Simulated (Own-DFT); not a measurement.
# A pressure from energies alone: corundum Al2O3, 78 atoms (Al32O46), with two O vacancies

All values are computed. Each geometry was run twice at fixed positions with Own-DFT, a retired in-house plane-wave program that no person has reviewed: with PBE, and with HSE06 (exact exchange share 0.25 at short range, screening 0.11 per bohr, Gygi-Baldereschi treatment of its divergence). Both used PseudoDojo norm-conserving files made for PBE, a cutoff of 48 hartree, the Gamma point alone, fixed occupations, a neutral cell and no spin. One k point on a cell 7.9 Å thick isn't converged, and results move with the size of the cell. The oxygen file's force components were 24 meV/Å off all-electron values in a glass.

Unstrained cell vectors in Å: (5.494, 0.000, 8.660); (-2.747, 4.758, 8.660); (-2.747, -4.758, 8.660), volume V0 = 679.1 Å³, from measured lattice constants. Each geometry has its own random strain of a few per cent, its own defect sites and random moves of rms u per axis. HSE06 gave the energy alone. D is its energy less that of PBE, over the lowest D shown. The PBE stress wasn't checked against mesh or cutoff.

```
run  V - V0 (Å³)   u (Å)  P with PBE (GPa)  D (eV)
  1         14.1  0.0483              3.79   1.744
  2         24.4  0.0311             -0.67   2.105
  3        -11.2  0.0452             13.82   0.745
  4        -28.6  0.0303             18.88   0.000
  5         -2.5  0.0460             10.02   1.123
  6         18.3  0.0276              0.67   1.883
  7         -0.5  0.0530              9.25   1.223
  8         -5.2  0.0543             10.96   1.114
  9        -14.7  0.0517             15.16   0.754
 10         -9.6  0.0479             12.53   0.899
 11         -7.7  0.0287              9.95   0.778
 12        -22.6  0.0295             16.40   0.196
 13         -0.9  0.0292              7.73       ?
```

## Analysis

D = 1.04 + 0.0395 (V - V0) + 86 u² eV, with an error of 0.0008 on the volume slope, 15 on the last term and a scatter of 0.04 eV. Pressure is -dE/dV, and 1 eV/Å³ is 160.2 GPa, so HSE06 changes the pressure by -6.3 ± 0.1 GPa. With the ions held to the strained lattice, the PBE pressure falls by 255 ± 6 GPa per unit of volume strain; the shape of the strain isn't fitted, so the true error is larger, and a relaxed crystal would be softer. On that slope HSE06's volume at a given pressure is about 2.5 % smaller, or 0.8 % in lengths. At u = 0 and V0 the PBE pressure is 7.2 GPa, which puts the zero-pressure volume, against the measured cell and with the defects in, at +2.8 % for PBE and +0.3 % for HSE06, each good to a few tenths of a per cent.

## The run left out

Asked: what D should run 13 give?

The fitted form gives 1.08 eV, with rows scattering by 0.04. The run itself gave 1.086 eV.
